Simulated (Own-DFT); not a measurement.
# How strain changes the stress of 4H SiC, 72 atoms (C36Si36)

All numbers below are calculated, not measured. The program, named Own-DFT, is a retired in-house plane-wave density functional code that no person has reviewed. Each row is one single-point run on a periodic cell that was not relaxed, without spin or spin-orbit coupling.

Settings of every run: PBE; PseudoDojo norm-conserving scalar-relativistic files; cutoff 42 hartree; 4 x 4 x 3 k mesh centred on Gamma; Fermi-Dirac smearing of 0.1 eV.

Known limits: forces on such cells passed a denser k mesh, each cell not checked; stress not checked against mesh or cutoff.

Unstrained cell vectors in Å: (9.248, 0.000, 0.000); (-4.624, 8.009, 0.000); (0.000, 0.000, 10.068). The unstrained cell has measured lattice constants (interpolated for alloys), not those of this functional. That, the random moves and any unrelaxed bonds set the pressure at no strain. Each run strains this cell uniformly, with the atoms carried along. Every atom was also moved at random, by a Gaussian of width 0.05 Å on each axis. Strain is the symmetric tensor, in per cent. Stress is positive in tension, and the pressure is minus a third of its trace.

| run | e_xx (%) | e_yy (%) | e_zz (%) | e_yz (%) | e_xz (%) | e_xy (%) | s_xx (GPa) | s_yy (GPa) | s_zz (GPa) | s_yz (GPa) | s_xz (GPa) | s_xy (GPa) | P (GPa) | E (meV/atom) |
|---|---|---|---|---|---|---|---|---|---|---|---|---|---|---|
| 1 | -0.38 | 0.92 | 0.97 | -1.31 | 0.51 | -0.30 | -6.75 | -1.53 | 0.39 | -4.60 | 2.07 | -1.27 | 2.63 | 24.6 |
| 2 | -0.87 | -1.95 | 1.49 | 1.94 | -1.65 | 0.64 | -10.24 | -17.12 | 1.52 | 6.27 | -6.20 | 2.99 | 8.62 | 21.7 |
| 3 | 1.74 | 0.17 | 1.49 | -1.17 | 1.23 | -0.32 | 4.28 | -2.12 | 3.09 | -3.50 | 4.30 | -0.90 | -1.75 | 12.6 |
| 4 | -1.10 | -0.46 | 1.43 | 0.58 | -1.88 | -1.48 | -11.00 | -8.51 | 2.07 | 2.05 | -6.22 | -6.43 | 5.81 | 8.5 |
| 5 | -0.83 | -0.73 | -0.41 | 0.27 | 1.32 | -0.71 | -12.72 | -9.10 | -7.82 | 0.71 | 4.76 | -2.85 | 9.88 | 16.6 |
| 6 | -0.63 | 1.47 | -1.26 | 1.81 | 0.33 | -0.86 | -7.81 | 0.89 | -14.70 | 6.71 | 1.62 | -3.26 | 7.21 | 41.1 |
| 7 | 0.78 | -0.41 | -0.80 | -1.49 | -0.23 | -0.36 | -2.52 | -5.69 | -9.98 | -4.65 | -0.99 | -1.42 | 6.06 | 4.0 |
| 8 | 0.65 | 0.03 | -0.98 | 0.82 | -1.55 | -1.99 | -3.36 | -4.57 | -10.91 | 2.91 | -4.36 | -10.42 | 6.28 | 17.6 |
| 9 | 0.45 | 1.83 | 1.05 | -0.96 | -0.31 | 1.91 | -3.99 | 6.47 | 0.11 | -2.98 | -0.07 | 10.13 | -0.86 | 29.7 |
| 10 | -0.79 | 1.35 | 0.33 | -0.30 | 0.57 | 1.07 | -8.10 | 1.29 | -3.44 | -0.74 | 1.80 | 4.47 | 3.42 | 5.1 |
| 11 | 0.35 | -0.28 | 0.59 | -0.14 | 1.57 | -1.77 | -2.63 | -6.60 | -2.13 | -1.12 | 6.06 | -8.06 | 3.79 | 0.0 |
| 12 | -1.17 | 1.10 | 0.13 | -0.57 | -0.24 | -1.40 | -11.02 | 0.06 | -4.48 | -1.90 | -0.93 | -4.89 | 5.15 | 0.2 |
| 13 | 0.54 | -0.54 | -1.43 | -1.60 | -0.73 | -1.40 | -3.97 | -7.49 | -15.30 | -6.94 | -3.18 | -7.48 | 8.92 | 26.3 |
| 14 | 1.67 | 1.45 | 1.73 | 1.74 | 0.50 | 1.75 | 4.96 | 3.71 | 5.04 | 5.21 | 1.56 | 7.08 | -4.57 | 8.5 |
| 15 | -1.86 | 1.71 | 1.32 | -1.38 | -0.88 | 1.77 | -15.43 | 3.74 | 0.29 | -4.14 | -3.86 | 8.76 | 3.80 | 36.0 |
| 16 | -0.92 | -1.34 | -1.04 | -0.30 | -1.24 | 1.15 | -12.20 | -12.70 | -15.78 | -2.12 | -4.08 | 4.08 | 13.56 | 30.7 |
| 17 | 0.83 | -0.84 | -1.49 | 1.69 | 1.07 | -0.29 | ? | ? | ? | ? | ? | ? | ? | ? |

E is the free energy for each atom above the lowest run shown.

## Worked fit

Each stress component was fitted by least squares to a constant and the strains of the runs shown, as fractions, with shears doubled. Shear strains stay in the fit of a normal stress only where such slopes are resolved. The slopes, in GPa:

```
stress  at no strain  per e_xx  per e_yy  per e_zz  scatter
  s_xx          -5.9  536 ± 26   48 ± 25   49 ± 25     1.08
  s_yy          -5.0   86 ± 21  542 ± 20    4 ± 20     0.86
  s_zz          -6.3   49 ± 28   29 ± 26  605 ± 27     1.15
```

Each shear stress against twice its own strain: yz 170 ± 7, xz 173 ± 8, xy 221 ± 9 GPa. These are stiffnesses along x, y and z of the frame in which the cell vectors are given, which need not be the crystal's axes. The atoms are held to the strained lattice; where symmetry lets them move under strain, relaxing them would lower some slopes. The table should be nearly symmetric about its diagonal, and what it lacks of that shows the noise. A ninth of its sum, 216 ± 5 GPa, estimates the bulk modulus near the mean pressure of these runs, 4.9 GPa, so it lies above the value at zero pressure.

## Withheld run

Question: what normal stresses and pressure should run 17 give?

The fit gives s_xx = -2.6, s_yy = -8.9, s_zz = -15.1 and P = 8.9 GPa. The calculation gave -1.99, -11.60, -14.86 and P = 9.48 GPa.
